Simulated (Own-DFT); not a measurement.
# Strain and stress in grey tin, 64 atoms (Sn64)

Source: density functional calculations with Own-DFT, an unreviewed in-house program that is no longer used. Nothing was measured or relaxed, and spin and spin-orbit coupling are left out.

Settings: PBE; PseudoDojo norm-conserving scalar-relativistic files; cutoff 42 hartree; 3 x 3 x 3 k mesh centred on Gamma; cold (Marzari-Vanderbilt) smearing of 0.2 eV.

Known weak points: forces on such cells moved up to 12 meV/angstrom on a denser k mesh; stress not checked against mesh or cutoff.

Unstrained cell vectors in Å: (12.978, 0.000, 0.000); (0.000, 12.978, 0.000); (0.000, 0.000, 12.978). The unstrained cell has measured lattice constants (interpolated for alloys), not those of this functional. That, the random moves and any unrelaxed bonds set the pressure at no strain. The cell is deformed uniformly in each run, and the atoms keep their fractional places. Each atom got a random Gaussian move of width 0.05 Å along each axis. Strain is the symmetric tensor, in per cent. Stress is positive in tension, and the pressure is minus a third of its trace.

```
run,e_xx (%),e_yy (%),e_zz (%),e_yz (%),e_xz (%),e_xy (%),s_xx (GPa),s_yy (GPa),s_zz (GPa),s_yz (GPa),s_xz (GPa),s_xy (GPa),P (GPa),E (meV/atom)
1,-1.03,-1.32,-0.85,1.16,0.66,-1.88,-5.55,-5.65,-5.46,1.07,0.12,-1.99,5.55,43.6
2,0.82,0.48,-1.93,1.45,0.35,0.14,-3.83,-3.98,-4.54,1.83,0.47,0.39,4.12,22.3
3,-1.53,1.99,-1.92,-1.83,-1.95,-1.01,-5.06,-3.94,-5.12,-2.16,-2.66,-1.56,4.70,38.6
4,0.26,-0.98,1.31,-0.79,1.12,-0.10,-3.43,-3.75,-3.11,-0.99,1.22,0.09,3.43,7.5
5,-1.10,-0.74,1.29,-0.57,0.25,1.60,-4.26,-4.25,-3.58,-0.27,0.11,2.02,4.03,16.8
6,-1.49,1.60,0.45,-0.39,-0.12,0.89,-3.75,-2.94,-3.34,-0.38,0.11,0.72,3.34,0.5
7,-1.41,1.20,1.93,0.53,1.50,-0.80,-3.43,-2.69,-2.51,0.96,2.12,-0.84,2.88,0.0
8,1.48,-1.21,-1.08,-0.37,0.00,-0.17,-3.50,-4.32,-4.22,-0.62,0.06,0.40,4.01,5.1
9,-1.93,-0.90,-1.41,1.97,-1.39,1.19,-6.53,-6.41,-6.46,2.76,-2.14,2.06,6.47,75.9
10,-0.60,-0.35,-1.90,-0.30,-0.82,-0.30,-5.21,-5.21,-5.52,-0.58,-0.86,-0.25,5.31,38.6
11,-0.31,-0.53,-0.63,-1.32,1.75,1.06,-4.53,-4.65,-4.63,-1.90,2.04,1.44,4.60,27.7
12,0.08,0.57,-1.01,0.44,0.82,1.44,-3.88,-3.75,-4.21,0.21,1.14,1.59,3.95,15.4
13,-0.56,-0.83,0.59,1.12,1.89,1.47,-4.50,-4.62,-4.15,1.15,2.13,2.41,4.42,35.9
14,1.60,-0.15,-0.38,1.93,0.19,1.55,-2.98,-3.45,-3.55,2.21,-0.25,1.82,3.33,14.6
15,-1.19,1.05,-0.92,0.30,0.06,-1.11,-4.52,-3.87,-4.43,-0.11,-0.35,-1.32,4.27,17.5
16,1.03,-0.19,-1.26,0.41,-0.32,-0.43,?,?,?,?,?,?,?,?
```

E is the free energy for each atom above the lowest run shown.

## Working it out

Each stress component was fitted by least squares to a constant and the strains of the runs shown, as fractions, with shears doubled. Shear strains stay in the fit of a normal stress only where such slopes are resolved. The slopes, in GPa:

| stress | at no strain | per e_xx | per e_yy | per e_zz | scatter |
|---|---|---|---|---|---|
| s_xx | -3.8 | 78 ± 4 | 48 ± 4 | 47 ± 3 | 0.15 |
| s_yy | -3.8 | 52 ± 4 | 80 ± 4 | 48 ± 3 | 0.14 |
| s_zz | -3.8 | 51 ± 4 | 47 ± 4 | 75 ± 3 | 0.15 |

The slope of each shear stress on twice its own strain, from a fit on all six strains: yz 62 ± 3, xz 64 ± 5, xy 59 ± 3 GPa. These are stiffnesses along x, y and z of the frame in which the cell vectors are given, which need not be the crystal's axes. The atoms are held to the strained lattice; where symmetry lets them move under strain, relaxing them would lower some slopes. Symmetry asks for nearly equal slopes across the diagonal; the mismatch is a measure of noise. A ninth of the table's sum, 58 ± 2 GPa, estimates the bulk modulus near the mean pressure of these runs, 4.3 GPa, so it lies above the value at zero pressure.

## Withheld run

The question: what normal stresses and pressure should run 16 give?

The fitted form gives s_xx = -3.6, s_yy = -4.0, s_zz = -4.3 and P = 4.0 GPa. The hidden result is -3.53, -3.91, -4.15 and P = 3.87 GPa.
